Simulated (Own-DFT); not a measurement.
Simulation results for Si₁₂O₂₃ (quartz with two neutral oxygen vacancies, strained, atoms displaced)

A calculation, not a measurement: plane-wave PBE and HSE06 DFT by an unreviewed code, no spin, of a simulated cell at Gamma alone, so results move with cell size and shape, stress positive in tension, energies less offsets, not probed for a lower state with spin; oxygen file: force components 24 meV/angstrom off all-electron in a glass; k mesh not checked against a denser one; forces and stress are PBE's, HSE06 gives the energy alone, and its difference from PBE has offsets of its own; offsets are fitted by least squares, one for each functional and potential file, so energies compare only between cells with the same atoms and settings and are not formation energies; the far tail of each file's local potential was reset to the Coulomb form; each entry is a single point on an unrelaxed cell, so the pressure reflects the starting lattice, mostly measured values (interpolated for alloys), from which strain is counted, and rises with the displacements; printed positions are rounded, which can move forces by about a meV/angstrom; the program, named Own-DFT, is a retired in-house code; no spin-orbit coupling. Program: Own-DFT development build.

## Si₁₂O₂₃ (quartz with two neutral oxygen vacancies, strained, atoms displaced)

```
Si12O23
1.0
      9.9689    -0.0423    -0.1064
     -5.0211     8.4137     0.0856
     -0.1171     0.0412    10.8303
Si O Si O Si O Si O Si O Si O Si O Si O
3 6 3 6 3 6 3 6 3 6 3 5 3 6 3 5
Direct
  0.23725 0.00189 0.00282
  0.00606 0.23492 0.33439
  0.26963 0.27317 0.16514
  0.20717 0.13147 0.05833
  0.42435 0.29532 0.22452
  0.36452 0.06973 0.39545
  0.07959 0.37097 0.43471
  0.13076 0.20277 0.27363
  0.29801 0.42793 0.11198
  0.23336 0.99562 0.50012
  0.00245 0.23196 0.83314
  0.26524 0.26669 0.66997
  0.21162 0.13407 0.55980
  0.42610 0.28923 0.72230
  0.36698 0.06671 0.89404
  0.07057 0.36262 0.94260
  0.13316 0.21124 0.77418
  0.30042 0.42525 0.61198
  0.22998 0.49398 0.00284
  0.99178 0.73095 0.33721
  0.25959 0.76370 0.16437
  0.20228 0.63679 0.05264
  0.43033 0.79207 0.22807
  0.36763 0.57436 0.39637
  0.06649 0.86352 0.44117
  0.13356 0.70506 0.27877
  0.28819 0.92093 0.11135
  0.23781 0.50005 0.50138
  0.00172 0.73800 0.83227
  0.26364 0.76295 0.66532
  0.21321 0.63483 0.56036
  0.42172 0.78801 0.72253
  0.36213 0.57128 0.89430
  0.07088 0.85850 0.94120
  0.13441 0.71004 0.77050
  0.28853 0.92520 0.60334
  0.73031 0.00332 0.99635
  0.49889 0.23084 0.33471
  0.76084 0.26216 0.16943
  0.70228 0.12604 0.06132
  0.92559 0.29241 0.22884
  0.86454 0.07077 0.39133
  0.56629 0.36179 0.44410
  0.63355 0.20814 0.27851
  0.79215 0.42555 0.10166
  0.73646 0.00418 0.49778
  0.50318 0.23578 0.83723
  0.76820 0.26696 0.66783
  0.70360 0.13287 0.56183
  0.92663 0.29204 0.72382
  0.57509 0.36673 0.94334
  0.63164 0.21213 0.77538
  0.79294 0.43020 0.61131
  0.72729 0.48647 0.99459
  0.49334 0.72752 0.33079
  0.77511 0.76728 0.16560
  0.70266 0.62892 0.06236
  0.92670 0.78579 0.22976
  0.86528 0.57315 0.39366
  0.57536 0.86844 0.44342
  0.63190 0.71018 0.27066
  0.79511 0.92748 0.10918
  0.73763 0.49782 0.50272
  0.49272 0.72869 0.83348
  0.76187 0.76237 0.66642
  0.70769 0.63410 0.55891
  0.92820 0.79743 0.72966
  0.86653 0.57008 0.89201
  0.62990 0.70153 0.77145
  0.78847 0.92118 0.60760
```

* first functional: PBE
* second functional: HSE06
* exact exchange share: 0.25
* screening: 0.11 1/bohr
* exchange divergence: Gygi-Baldereschi
* potential files: PseudoDojo norm-conserving, scalar-relativistic, made for PBE, standard set
* wave cutoff: 48 hartree
* occupations: fixed
* k mesh: 1 x 1 x 1 centred on Gamma
* PBE energy of cell above offsets: -20.235 eV
* HSE06 less PBE above offsets: 0.099 eV
* PBE pressure: 7.13 GPa
* PBE stress xx: -4.82 GPa
* PBE stress yy: -10.56 GPa
* PBE stress zz: -6 GPa
* PBE stress yz: 1.72 GPa
* PBE stress xz: -3.79 GPa
* PBE stress xy: 0.5 GPa

Force:
```
element  x (eV/Å)  y (eV/Å)  z (eV/Å)
     Si    -0.165     -1.72    -1.167
     Si    -1.308    -0.925    -1.143
     Si     0.009    -6.029     2.243
      O    -0.804     1.564     0.781
      O     2.444    -0.227     1.375
      O     0.173    -0.472    -0.753
      O     -0.35     0.204     1.121
      O     1.513     0.293    -1.228
      O    -2.255     4.526    -2.437
     Si    -2.186     1.593    -1.118
     Si     -3.39    -2.354     1.657
     Si     1.369     -3.34    -0.421
      O    -0.646     0.137      0.21
      O     1.354     0.081     1.995
      O    -0.042     0.273     0.402
      O    -0.323    -0.014     0.213
      O     1.651    -0.508    -0.345
      O    -2.146     3.565    -2.293
     Si    -0.097     2.357     0.212
     Si     4.692     1.281    -0.609
     Si     2.016     -3.19     3.566
      O     0.928    -1.154    -0.011
      O    -3.824     0.555    -3.035
      O     -0.32    -2.212     0.704
      O     0.028     0.691      0.67
      O    -0.543     0.111    -0.207
      O    -1.058     3.816    -1.459
     Si     0.853     0.137     1.148
     Si     0.735    -2.221    -0.591
     Si    -1.116     0.793     0.353
      O    -0.361    -1.252     -1.06
      O     1.353     0.503     0.845
      O    -0.609    -2.128     1.166
      O     0.781      2.54     2.124
      O    -0.576    -0.366     0.535
      O     1.931    -1.081     2.141
     Si     3.161    -2.969    -2.995
     Si    -1.251     1.044    -0.234
     Si     0.946     0.229    -0.097
      O    -2.292     2.184     1.748
      O    -0.448     0.152    -0.424
      O     0.552     0.464     0.003
      O     0.901     0.711     0.151
      O     0.407    -0.186    -0.527
      O     1.376    -1.423     1.855
     Si     0.336    -0.819     1.333
     Si    -1.724    -0.964    -2.158
     Si    -1.657    -1.111     0.703
      O     0.079     0.212    -0.236
      O      1.26     0.483     0.542
      O    -4.741    -4.814    -2.474
      O     2.044    -0.073    -0.794
      O     1.124    -0.031     0.816
     Si     3.129     8.792     2.679
     Si     3.731     3.216     1.427
     Si    -3.324    -1.789     0.325
      O     1.115    -1.238     -1.12
      O    -0.748      1.38    -1.889
      O    -0.967    -3.321     1.442
      O    -1.141    -1.951    -1.667
      O     1.007    -0.159    -0.197
      O    -0.558     1.646    -1.354
     Si    -2.739     0.672    -1.195
     Si      2.83     3.602    -0.231
     Si     0.782    -0.408      1.09
      O     0.593    -1.132    -0.826
      O    -1.266     0.336    -1.253
      O    -0.411    -0.574    -0.025
      O    -1.188    -0.436     0.886
      O    -0.623     2.445    -0.886
```
